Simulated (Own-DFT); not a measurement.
# One host, several defects: C11b WSi2

Source: density functional calculations with Own-DFT, an unreviewed in-house program that is no longer used. Nothing was measured or relaxed, and spin and spin-orbit coupling are left out.

Method: PBE; PseudoDojo norm-conserving scalar-relativistic files; cutoff 50 hartree; 5 x 5 x 5 k mesh centred on Gamma; cold (Marzari-Vanderbilt) smearing of 0.2 eV.

Limits: forces on such cells failed a check on a denser k mesh; stress not checked against mesh or cutoff.

All runs share one cell, with vectors in Å (-2.148, -5.953, 3.409); (-6.444, 2.976, 1.136); (-2.553, -2.948, -6.757) and a volume of 403.2 Å³. Atoms were moved at random from their sites; u is the rms move along one axis. The defect's site can differ from row to row.

| cell | formula | u (Å) | P (GPa) |
|---|---|---|---|
| no defect | Si20W10 | 0.0205 | 4.51 |
| no defect | Si20W10 | 0.0500 | 5.86 |
| no defect | Si20W10 | 0.0505 | 6.26 |
| one Si on a W site | Si21W9 | 0.0319 | 6.34 |
| one Si on a W site | Si21W9 | 0.0488 | 7.30 |
| one Si on a W site | Si21W9 | 0.0519 | 6.89 |
| one W on a Si site | Si19W11 | 0.0263 | 9.57 |
| one W on a Si site | Si19W11 | 0.0279 | 9.81 |
| one W on a Si site | Si19W11 | 0.0492 | ? |
| one W on a Si site | Si19W11 | 0.0499 | 12.30 |
| one Si vacancy | Si19W10 | 0.0301 | 3.11 |
| one Si vacancy | Si19W10 | 0.0480 | 4.19 |
| one Si vacancy | Si19W10 | 0.0499 | 4.45 |

## Working it out

P = P0 + c u² + a shift for each defect gives P0 = 3.92 GPa, c = 889 ± 156 GPa/Å² and a scatter of 0.44 GPa. The shifts, and each times the cell's volume:

- one W on a Si site: 5.46 ± 0.37 GPa, 13.8 eV
- one Si on a W site: 1.12 ± 0.36 GPa, 2.8 eV
- one Si vacancy: -1.70 ± 0.36 GPa, -4.3 eV

A positive shift means that the defect pushes the cell outwards. Shift times volume (160.2 GPa Å³ is 1 eV) depends little on the cell's size, so, taken for each site, it can be compared between cells at like pressure. The atoms around the defects weren't relaxed, which would change these numbers.

## Test on the hidden row

The question: what pressure belongs in the blank (one W on a Si site, u = 0.0492 Å)?

From the fit: 11.54 ± 0.54 GPa. The calculation gave 11.33 GPa.
